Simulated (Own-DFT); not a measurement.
Si3N4 (beta silicon nitride, strained, atoms displaced) (calculated)

Computed with Own-DFT development build. A calculation, not a measurement: plane-wave PBE density functional theory by an unreviewed code, no spin, of a simulated periodic cell, stress positive in tension, free energy of the whole cell less one offset for each atom, forces on such cells passed a denser k mesh, this cell's mesh not checked; offsets are fitted by least squares, one for each functional and potential file, so energies compare only between cells with the same atoms and settings and are not formation energies; the far tail of each file's local potential was reset to the Coulomb form; each entry is a single point on an unrelaxed cell, so the pressure reflects the starting lattice, mostly measured values (interpolated for alloys), from which strain is counted, and rises with the displacements; printed positions are rounded, which can move forces by about a meV/angstrom; the program, named Own-DFT, is a retired in-house code; no spin-orbit coupling; before rounding, a Quantum ESPRESSO 7.3.1 run of the same cell and cutoff gave forces within 1 meV/angstrom rms on each cell, which checks the program and not the settings.

Common to all runs: functional PBE; potential files PseudoDojo norm-conserving, scalar-relativistic, standard set; wave cutoff 42 hartree; occupations Fermi-Dirac; smearing width 0.1 eV; k mesh 3 x 3 x 3 centred on Gamma.

(1) 
```xyz
42
Lattice="7.6874 0.0868 0.0386 -3.7685 6.5216 -0.0964 0.0443 -0.1022 8.5907" Properties=species:S:1:pos:R:3:force_x:R:1:force_y:R:1:force_z:R:1 formula=Si3N4 free_energy_of_cell_above_offsets=-0.342 pressure=12.51 stress_xx=-2.84 stress_yy=-13.07 stress_zz=-21.61 stress_yz=0.63 stress_xz=5.25 stress_xy=4.53
Si    -1.6073     4.8774     0.7899      6.714      5.152     -12.12
Si     0.2087     2.6576     0.6479      1.939     -4.003      2.165
Si     1.5080     5.3653     0.6997     -5.044      3.358     -2.273
Si     5.5341     1.4806     2.1278     -4.686      0.109      9.064
Si     3.6305     3.9148     2.1008       0.44     -0.473     -0.289
Si     2.5474     1.0972     2.1988     -1.365      3.923     -4.374
N      2.4539     0.2614     0.6762     -0.117     -2.671      1.974
N      6.1993     1.9388     0.8596      6.907      4.083     -9.177
N      2.8030     4.4844     0.6609      4.698     -3.124      1.199
N      1.5521     6.3263     2.1100      -0.66     -0.303      0.024
N     -2.4054     4.5926     1.9945     -6.247     -2.535       9.51
N      1.0905     2.1878     2.1990      0.505     -1.207     -3.184
N      0.0836     4.2744     0.6791     -1.644      3.506     -0.181
N      3.8567     2.2363     2.0955      1.477     -1.079      0.678
Si    -1.5312     5.0189     3.4704      0.682     -0.669      1.713
Si     0.3102     2.6893     3.5920     -1.524     -4.194      0.156
Si     1.4663     5.3849     3.5286     -0.917      0.678      1.051
Si     5.5125     1.4983     5.0736      -1.56      2.463     -1.863
Si     3.6689     3.8857     4.9328      0.976     -0.544      2.376
Si     2.4714     1.0566     5.0693      0.294      2.324     -0.165
N      2.4368     0.2516     3.5518      0.255      -4.28      2.719
N      6.2867     2.0780     3.6634      1.103     -0.303     -1.712
N      2.8376     4.3904     3.5279      0.993      0.155      0.182
N      1.4912     6.3971     4.9865     -0.401     -4.173     -0.784
N     -2.3490     4.5628     4.9829     -2.086     -0.952     -3.152
N      1.1071     2.1476     4.9702     -0.171     -0.595      1.853
N      0.1222     4.2752     3.4350      -2.07       5.71      0.466
N      3.8785     2.1708     5.0777      0.007     -0.714     -0.436
Si    -1.5679     4.8627     6.4241      2.886      2.347      -1.74
Si     0.2545     2.5910     6.4936     -0.138     -0.467     -5.105
Si     1.4443     5.3180     6.3770       0.79      0.403     -0.211
Si     5.5715     1.5021     7.8801     -3.102     -1.521      1.129
Si     3.6874     3.7887     7.9024      0.306      2.811     -3.018
Si     2.5412     1.1030     7.8588      0.183     -1.326      0.474
N      2.3411     0.1132     6.4829      1.164     -0.721     -0.701
N      6.3224     1.9766     6.4545      2.157      1.098      1.709
N      2.8410     4.3131     6.4287      0.899      0.044     -0.525
N      1.5679     6.2844     7.7582     -0.398      0.238      2.432
N     -2.3785     4.5131     7.7719     -2.131     -2.294      4.602
N      1.1644     2.0879     7.7161     -1.166       0.14       5.15
N      0.1149     4.2518     6.3270     -2.233      1.567      0.653
N      3.8701     2.1651     7.9227      2.286     -1.962     -0.268
```

Units: free_energy_of_cell_above_offsets in eV; pressure, stress_xx, stress_yy, stress_zz, stress_yz, stress_xz, stress_xy in GPa; force_x, force_y, force_z in eV/Å.

(2) 
```xyz
42
Lattice="7.6358 -0.0505 -0.0835 -3.8616 6.6597 -0.0247 -0.0959 -0.0881 8.7292" Properties=species:S:1:pos:R:3:force_x:R:1:force_y:R:1:force_z:R:1 formula=Si3N4 free_energy_of_cell_above_offsets=-3.691 pressure=4.88 stress_xx=-0.6 stress_yy=-5.25 stress_zz=-8.78 stress_yz=-0.79 stress_xz=-4.38 stress_xy=-3.03
Si    -1.6237     5.1469     0.7262      0.847      -0.96       -0.4
Si     0.1928     2.7169     0.7345       -0.1     -0.643     -1.652
Si     1.4168     5.5470     0.6634     -0.978     -1.765     -0.219
Si     5.4159     1.4070     2.1152     -2.421      1.903      0.227
Si     3.4732     3.8733     2.0553      1.318     -1.442      2.326
Si     2.3172     1.0997     2.1488      2.633      0.433     -0.011
N      2.4410     0.2034     0.6863     -0.793     -1.236     -0.042
N      6.1997     1.8536     0.6899      2.591      1.964     -0.945
N      2.7331     4.4213     0.6311      0.592      0.573     -0.221
N      1.3924     6.4077     2.1233     -0.123     -1.624      0.845
N     -2.4668     4.6310     2.1618     -2.346     -0.982     -1.819
N      1.0097     2.1507     2.1724     -1.319      0.517     -0.347
N      0.0074     4.4521     0.6001     -0.727      0.111      0.708
N      3.7570     2.0936     2.1518     -0.024      1.246     -0.207
Si    -1.7067     5.0853     3.5772      1.266      -3.35      1.723
Si     0.1922     2.6161     3.6303     -1.791       1.71     -0.352
Si     1.2683     5.4298     3.5907      0.082     -0.645     -0.795
Si     5.3829     1.4459     5.0220     -1.283     -1.087     -0.623
Si     3.4617     3.8493     5.0244       0.15     -0.299      0.904
Si     2.4059     0.9773     5.1019     -1.128      4.127     -4.095
N      2.3426     0.0358     3.4936     -0.018      3.979      2.769
N      6.1567     1.8802     3.5539      2.219      0.733      0.791
N      2.5948     4.3283     3.6205       2.01      -0.11     -2.156
N      1.2676     6.3068     5.0394     -0.015      2.737      0.244
N     -2.5205     4.6836     5.1280     -1.589     -0.783      -2.19
N      0.9110     2.2838     5.0845      2.354     -3.204      1.352
N     -0.0669     4.3794     3.5519     -1.649     -0.623     -0.095
N      3.7651     2.0658     4.9723     -0.671      1.176       0.71
Si    -1.7137     5.1357     6.5184      1.522     -1.429      0.075
Si     0.0408     2.7104     6.5866      1.979     -3.815     -1.711
Si     1.2197     5.4205     6.4982      0.996     -0.649      0.493
Si     5.3213     1.4471     7.9084     -1.716      0.376       1.37
Si     3.6014     3.9572     7.9376     -5.508     -3.014     -1.075
Si     2.3531     1.0186     7.9777     -0.475      4.422      1.258
N      2.3499     0.2149     6.5354      0.102     -4.109      0.499
N      6.1240     1.9013     6.4799      0.533      0.361      0.089
N      2.6051     4.4198     6.4941      2.895     -1.224      0.133
N      1.3658     6.3916     7.9739     -0.871     -0.442     -1.673
N     -2.5501     4.6221     7.9284      2.982      1.626      1.325
N      0.9388     2.1052     7.8856      -0.44     -0.512      3.257
N     -0.0849     4.2990     6.4859     -2.671      5.772      0.437
N      3.6777     2.1576     8.0293      1.582       0.18     -0.908
```

Units: free_energy_of_cell_above_offsets in eV; pressure, stress_xx, stress_yy, stress_zz, stress_yz, stress_xz, stress_xy in GPa; force_x, force_y, force_z in eV/Å.

(3) 
```xyz
42
Lattice="7.6823 0.1299 -0.0076 -3.7287 6.6071 0.0387 -0.0087 0.0463 8.8742" Properties=species:S:1:pos:R:3:force_x:R:1:force_y:R:1:force_z:R:1 formula=Si3N4 free_energy_of_cell_above_offsets=-3.642 pressure=-1.8 stress_xx=0.25 stress_yy=0.91 stress_zz=4.24 stress_yz=0.99 stress_xz=-2.8 stress_xy=5.7
Si    -1.6087     5.2033     0.7885       1.12     -4.328      0.204
Si     0.2270     2.7271     0.7406       1.55      2.179     -1.171
Si     1.5529     5.5657     0.8092     -2.219     -0.821     -2.826
Si     5.5226     1.5963     2.1147     -1.344      1.222      2.616
Si     3.6545     3.9987     2.1649      0.636      0.664      1.081
Si     2.3924     1.2206     2.2645      1.664     -0.851      0.666
N      2.3504     0.2183     0.7619      0.428      3.774     -0.034
N      6.3495     2.1713     0.6594     -0.574      -0.65      1.936
N      2.8700     4.5652     0.7339       2.61     -2.027     -0.752
N      1.5686     6.4894     2.1981      0.171      1.059      1.865
N     -2.4442     4.6695     2.2892      0.318      -0.13     -1.695
N      1.0515     2.2623     2.1632     -0.871     -0.466      1.682
N      0.1924     4.4702     0.8768     -3.052      0.357     -0.817
N      3.8398     2.2855     2.1981      0.579     -1.423     -0.716
Si    -1.4974     5.0256     3.6873     -4.037      1.905      1.677
Si     0.1976     2.6957     3.7187     -0.381      1.405     -1.371
Si     1.5172     5.5142     3.7200     -1.468      0.093     -0.197
Si     5.4836     1.5859     5.1884     -1.955       2.26     -0.408
Si     3.6897     4.0620     5.1554      0.679     -1.469      0.578
Si     2.3865     1.1370     5.1820      2.306      3.953     -0.905
N      2.3725     0.1922     3.8004     -0.164       0.13     -3.135
N      6.2553     2.1332     3.7074       1.19     -0.487     -1.574
N      2.8941     4.4991     3.6729     -0.584      0.527     -0.154
N      1.4794     6.5041     5.1893       0.53     -0.503     -0.682
N     -2.3571     4.5609     5.1963      0.543      1.428      0.257
N      1.0961     2.2919     5.0780     -1.077     -0.609      2.743
N      0.0133     4.5145     3.7461      4.784     -2.465     -0.415
N      3.8327     2.3223     5.1315      0.482     -1.925       0.27
Si    -1.4827     5.2486     6.6431     -1.873     -2.542      0.454
Si     0.2282     2.6250     6.6890     -0.449      3.315      -3.75
Si     1.3944     5.6273     6.6665      2.106      -2.12      0.886
Si     5.4131     1.7540     8.2133       1.59     -2.783      -3.85
Si     3.7096     4.0245     8.0962      -1.04      1.959      0.361
Si     2.4473     1.2865     8.1888      0.454     -0.473     -1.054
N      2.4425     0.3684     6.6621     -0.605     -1.495      1.778
N      6.3300     2.1076     6.6439     -0.585     -0.576      0.842
N      2.9091     4.4637     6.6407     -1.907      2.024      0.051
N      1.5316     6.5348     8.1446     -0.097      1.497      1.156
N     -2.4177     4.6619     8.1946      1.452      1.028     -0.762
N      1.0789     2.3246     8.0527       0.44     -0.859       3.67
N      0.0727     4.5440     6.6579     -0.248     -1.767      0.279
N      3.8567     2.3168     8.0684     -1.104     -0.011      1.216
```

Units: free_energy_of_cell_above_offsets in eV; pressure, stress_xx, stress_yy, stress_zz, stress_yz, stress_xz, stress_xy in GPa; force_x, force_y, force_z in eV/Å.

(4) 
```xyz
42
Lattice="7.6616 0.0375 0.1136 -3.7984 6.5488 -0.0836 0.1303 -0.0356 8.6374" Properties=species:S:1:pos:R:3:force_x:R:1:force_y:R:1:force_z:R:1 formula=Si3N4 free_energy_of_cell_above_offsets=-2.438 pressure=10.19 stress_xx=-5.56 stress_yy=-9.1 stress_zz=-15.92 stress_yz=-4.54 stress_xz=2.66 stress_xy=2.56
Si    -1.5938     5.0565     0.5859       1.14     -2.001      3.817
Si     0.2447     2.5497     0.6874     -0.397      4.091      4.552
Si     1.3958     5.3713     0.7178      0.166      1.368      0.295
Si     5.5613     1.5719     2.2332     -4.622      -0.67     -0.483
Si     3.6311     3.9813     2.2447      1.068     -2.097     -1.033
Si     2.4014     1.1447     2.1580       5.78     -0.287      1.085
N      2.4282     0.1613     0.8302     -0.024      0.846     -3.473
N      6.3145     2.0577     0.7908      0.072     -0.768     -0.102
N      2.8913     4.5175     0.7951      -0.76     -0.056     -0.541
N      1.4855     6.3656     2.1725      0.427      0.414     -0.708
N     -2.4570     4.5474     2.1974      2.113      1.474     -0.935
N      1.1871     2.1547     2.1136     -5.536      3.042      0.632
N      0.0481     4.3481     0.7274     -1.123     -1.216     -0.194
N      3.8343     2.2723     2.1542      1.068     -2.227      0.178
Si    -1.5740     5.0002     3.6774      2.587      1.385     -6.152
Si     0.3206     2.6482     3.5989     -0.502      0.669     -1.086
Si     1.5304     5.3670     3.5666     -2.507       1.47      1.403
Si     5.5511     1.4961     5.1214     -0.836      0.235     -1.536
Si     3.6708     3.8260     5.0447       0.32      0.805      2.495
Si     2.5570     1.1145     5.0129     -1.705      1.478      1.663
N      2.4883     0.2484     3.5948     -0.559     -2.891       0.96
N      6.3849     1.9792     3.6031      0.695      0.277      2.689
N      2.8361     4.3136     3.7100     -0.625      0.936     -1.427
N      1.5361     6.3569     5.0327      0.032     -1.393      0.484
N     -2.4024     4.6105     4.9987     -2.661     -1.208      1.668
N      1.0702     2.2153     5.0348      2.482     -2.124      1.519
N      0.0769     4.3666     3.6173     -0.237      0.275     -0.083
N      3.8745     2.1695     5.0470      2.624     -0.598      0.388
Si    -1.5655     5.0759     6.3628      2.679      -1.53      2.453
Si     0.2758     2.6503     6.5459       2.52     -0.544     -1.487
Si     1.5389     5.3101     6.5092     -3.867       1.77     -2.115
Si     5.6632     1.5694     8.0099     -3.316     -1.712       -1.9
Si     3.6972     3.9055     7.9670      1.908      0.755      0.242
Si     2.5377     1.0841     7.9273      2.559      2.357      3.754
N      2.5463     0.1912     6.5923     -0.425      -0.73     -4.814
N      6.4333     2.0168     6.4821     -1.907     -1.444      2.025
N      2.8538     4.3694     6.5301      3.125     -2.084     -0.646
N      1.5866     6.2640     7.8680      0.161       3.28      2.214
N     -2.2366     4.5559     7.8254     -3.355     -0.807     -0.295
N      1.1713     2.1071     8.0268      1.051     -0.965     -5.447
N      0.0477     4.2788     6.5068      0.608      3.556     -0.399
N      3.9953     2.2585     7.9014      -0.22     -3.131       0.34
```

Units: free_energy_of_cell_above_offsets in eV; pressure, stress_xx, stress_yy, stress_zz, stress_yz, stress_xz, stress_xy in GPa; force_x, force_y, force_z in eV/Å.

(5) 
```xyz
42
Lattice="7.5152 -0.1380 0.0787 -3.8771 6.7664 -0.0157 0.0903 0.0314 8.8351" Properties=species:S:1:pos:R:3:force_x:R:1:force_y:R:1:force_z:R:1 formula=Si3N4 free_energy_of_cell_above_offsets=-3.001 pressure=4.47 stress_xx=-13.94 stress_yy=-2.29 stress_zz=2.82 stress_yz=1.79 stress_xz=3.46 stress_xy=-10.86
Si    -1.6901     5.2922     0.7337      1.353      -3.57       1.06
Si     0.1694     2.7039     0.8340      0.253      1.449     -3.429
Si     1.2433     5.5010     0.7193      2.488      0.637      0.854
Si     5.2358     1.4746     2.3097       3.45     -1.497     -1.275
Si     3.4729     3.9943     2.2646     -0.519     -2.006     -1.016
Si     2.4180     1.1433     2.2381     -1.589     -1.648      0.615
N      2.3984     0.1629     0.7035       -0.3      1.232      2.411
N      6.1571     1.8458     0.7979     -1.918      0.189      1.328
N      2.6469     4.3583     0.6579     -0.132      1.037      4.071
N      1.3367     6.4827     2.1803     -0.205         -1      2.166
N     -2.4330     4.6926     2.2526      0.767      1.579     -0.944
N      1.0089     2.1382     2.1927     -0.549      0.784       1.25
N     -0.0756     4.5251     0.6998     -1.917     -2.362      0.837
N      3.7314     2.1155     2.2923       -0.2      3.798     -0.402
Si    -1.6332     5.2614     3.7336     -0.257      0.011     -0.044
Si     0.1564     2.7331     3.6413      4.036      0.067       1.63
Si     1.2406     5.4274     3.7603      4.249      3.018     -0.781
Si     5.3659     1.3903     5.1875      -1.09      2.011      1.794
Si     3.5494     3.9271     5.2496     -1.245     -0.381     -0.216
Si     2.4108     1.1746     5.2244      0.823      -0.58     -0.149
N      2.4441     0.2570     3.7873     -0.309     -2.263     -2.621
N      6.2030     1.9018     3.7511     -3.472     -1.638     -0.249
N      2.7488     4.3536     3.7558      -2.55      1.944     -0.091
N      1.2417     6.4591     5.2853      0.816       0.22     -2.995
N     -2.4693     4.7964     5.1675      2.024       0.61      0.516
N      1.0840     2.1537     5.1543     -4.082      2.204     -0.216
N     -0.0500     4.4740     3.6823     -2.486     -2.027     -0.247
N      3.7297     2.2399     5.2319      2.906     -1.983      0.018
Si    -1.5933     5.2143     6.6891      0.707     -0.994      -2.71
Si     0.1577     2.6401     6.6254      6.225      3.146      0.284
Si     1.3134     5.4851     6.6588      1.439     -1.144      1.866
Si     5.3607     1.4607     8.1986      0.811       0.06     -0.469
Si     3.6797     3.8758     8.2189     -3.362      1.277     -3.153
Si     2.4707     1.1518     8.1667     -2.935      0.623     -3.145
N      2.4480     0.1273     6.5800     -0.061      1.805      3.022
N      6.2123     1.9477     6.7216     -6.241     -3.087     -0.993
N      2.7481     4.4061     6.6692     -0.232      0.791       1.59
N      1.4139     6.4924     8.1494     -0.493      0.201     -1.375
N     -2.3268     4.7161     8.1278       0.13       0.58      0.678
N      1.0051     2.2250     8.1355      0.984      -0.98     -0.117
N     -0.0342     4.4393     6.5584     -0.108     -0.509      0.544
N      3.7530     2.2144     8.1746      2.792     -1.601      0.103
```

Units: free_energy_of_cell_above_offsets in eV; pressure, stress_xx, stress_yy, stress_zz, stress_yz, stress_xz, stress_xy in GPa; force_x, force_y, force_z in eV/Å.
